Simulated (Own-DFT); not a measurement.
# One trend across several semiconductors

No measurement is shown. These are fixed-geometry runs of a retired plane-wave code named Own-DFT, which no person has reviewed; spin and spin-orbit coupling are neglected.

Limits (not all hold for every row): forces on such cells moved up to 12 meV/angstrom on a denser k mesh; forces not confirmed at this smearing and k mesh; k mesh not checked against a denser one; forces on such cells passed a denser k mesh, each cell not checked; stress not checked against mesh or cutoff.

All runs are PBE with PseudoDojo norm-conserving files; cutoff and k mesh are each material's own. Every cell starts from measured lattice constants and was given uniform random strains and small random moves of its atoms. Each triple is the change of volume in per cent, the rms move u in Å and the pressure in GPa.

- 4H SiC (C36Si36), 10.36 Å³/atom unstrained: (-2.55, 0.050, 10.89); (-2.43, 0.055, 11.94); (-0.83, 0.050, 7.39); (-0.69, 0.051, 7.64); (0.22, 0.051, 5.26); (1.33, 0.051, 2.44); (3.28, 0.052, -1.36)
- wurtzite AlN (Al36N36), 10.45 Å³/atom unstrained: (-1.99, 0.051, 10.44); (-0.53, 0.050, 6.83); (-0.07, 0.048, 5.53); (0.38, 0.052, 5.18); (2.01, 0.048, 1.48); (2.42, 0.051, 1.44); (3.21, 0.049, -0.94)
- wurtzite GaN (Ga36N36), 11.42 Å³/atom unstrained: (-2.04, 0.053, 12.44); (-2.02, 0.049, 12.34); (-1.15, 0.046, 10.02); (0.75, 0.051, 6.25); (1.25, 0.049, 5.16); (1.61, 0.048, 4.90); (1.84, 0.049, 4.34)
- diamond silicon (Si64), 20.02 Å³/atom unstrained: (-2.32, 0.048, 4.88); (-1.19, 0.050, 4.12); (-0.47, 0.051, 3.14); (1.96, 0.052, 0.87); (2.24, 0.047, 0.49); (2.31, 0.051, 0.50); (2.61, 0.048, 0.23)
- zincblende InP (In32P32), 25.27 Å³/atom unstrained: withheld
- grey tin (Sn64), 34.15 Å³/atom unstrained: (-3.14, 0.047, 5.40); (-2.68, 0.051, 5.20); (-1.31, 0.053, 4.40); (0.69, 0.047, 3.24); (0.85, 0.049, 3.21); (1.26, 0.048, 3.14); (1.33, 0.051, 2.98)

## Working it out

Fit a line to each set against the fractional change of volume; B is minus its slope, and u is nearly the same within a set. To take it to zero pressure, assume that B rises by 4 GPa for each GPa: B0 = B - 4 x (mean pressure). The bond length of an ideal tetrahedral crystal with the unstrained volume v is d = (√3/4)(8 v)^(1/3). Cohen's empirical rule reads B0 = (1971 - 220 L) d^(-3.5) GPa, with L = 0 for group IV crystals and SiC and 1 for III-V compounds.

| material | L | d (Å) | B (GPa) | mean P (GPa) | B0 (GPa) | rule (GPa) |
|---|---|---|---|---|---|---|
| 4H SiC (C36Si36) | 0 | 1.888 | 224 ± 10 | 6.3 | 199 ± 10 | 213 |
| wurtzite AlN (Al36N36) | 1 | 1.893 | 209 ± 9 | 4.3 | 192 ± 9 | 188 |
| wurtzite GaN (Ga36N36) | 1 | 1.950 | 208 ± 6 | 7.9 | 176 ± 6 | 169 |
| diamond silicon (Si64) | 0 | 2.352 | 97 ± 2 | 2.0 | 89 ± 2 | 99 |
| zincblende InP (In32P32) | 1 | 2.541 | ? | ? | ? | 67 |
| grey tin (Sn64) | 0 | 2.810 | 54 ± 1 | 3.9 | 39 ± 1 | 53 |

A line through ln[B0/(1971 - 220 L)] against ln d has a slope of -4.3 ± 0.2 and a scatter of 7 %. Against the rule, B0 stands at 93 % for 4H SiC, 102 % for wurtzite AlN, 104 % for wurtzite GaN, 90 % for diamond silicon, 73 % for grey tin. PBE tends to make silicon and heavier crystals too soft, and the rule itself is only a guide.

## Prediction

Question: what B0 does the fitted trend give for zincblende InP (In32P32)?

The straight line predicts 54 GPa. Its own runs give B = 76 ± 2 GPa at a mean pressure of 3.8 GPa, so B0 = 61 GPa.
